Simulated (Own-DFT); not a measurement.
# Response to strain: wurtzite AlGaN with randomly placed atoms, 72 atoms (Al27Ga9N36)

Calculated results; nothing here was measured. They come from Own-DFT, an in-house plane-wave density functional program, since retired, whose code no person has reviewed. Each row is one single-point run on a periodic cell that was not relaxed, without spin or spin-orbit coupling.

Settings of every run: PBE; PseudoDojo norm-conserving scalar-relativistic files; cutoff 42 hartree; 4 x 4 x 3 k mesh centred on Gamma; Fermi-Dirac smearing of 0.1 eV.

Known limits: forces on such cells passed a denser k mesh, each cell not checked; stress not checked against mesh or cutoff.

Unstrained cell vectors in Å: (9.394, 0.000, 0.000); (-4.697, 8.135, 0.000); (0.000, 0.000, 10.066). The unstrained cell has measured lattice constants (interpolated for alloys), not those of this functional. That, the random moves and any unrelaxed bonds set the pressure at no strain. Each run strains this cell uniformly, with the atoms carried along. Every atom was also moved at random, by a Gaussian of width 0.05 Å on each axis. The random placing of the alloy's atoms differs from row to row. Strain is the symmetric tensor, in per cent. Stress is positive in tension, and the pressure is minus a third of its trace.

```
run,e_xx (%),e_yy (%),e_zz (%),s_xx (GPa),s_yy (GPa),s_zz (GPa),P (GPa),E (meV/atom)
1,2.50,2.50,0.00,5.65,4.91,-1.81,-2.92,17.6
2,2.25,2.25,0.00,6.47,3.37,-3.03,-2.27,5.3
3,1.00,1.00,0.00,-0.98,-0.46,-4.97,2.14,0.0
4,-1.75,-1.75,0.00,-18.35,-16.02,-10.03,14.80,46.3
5,-2.50,-2.50,0.00,-21.19,-23.41,-12.04,18.88,61.6
6,0.25,0.25,0.00,-5.33,-4.63,-6.99,5.65,17.8
7,-1.00,-1.00,0.00,-13.86,-11.62,-6.82,10.77,23.6
8,-0.50,-0.50,0.00,-9.98,-9.49,-6.45,8.64,16.4
9,0.50,0.50,0.00,?,?,?,?,?
```

E is the free energy for each atom above the lowest run shown.

## Worked fit

The change of volume is close to e_xx + e_yy + e_zz. A straight line through the runs shown gives P = 7.16 - 215 x (fractional change of volume) GPa, with an error of 8 on the slope and a scatter of 0.77 GPa. The strain isn't the same on all axes and the cell isn't cubic, so the slope belongs to this path and is not the bulk modulus.

## Withheld run

Question: what pressure should run 9 give? Its volume changes by 1.00 %.

The line gives 5.0 GPa. The calculation gave 4.36 GPa.
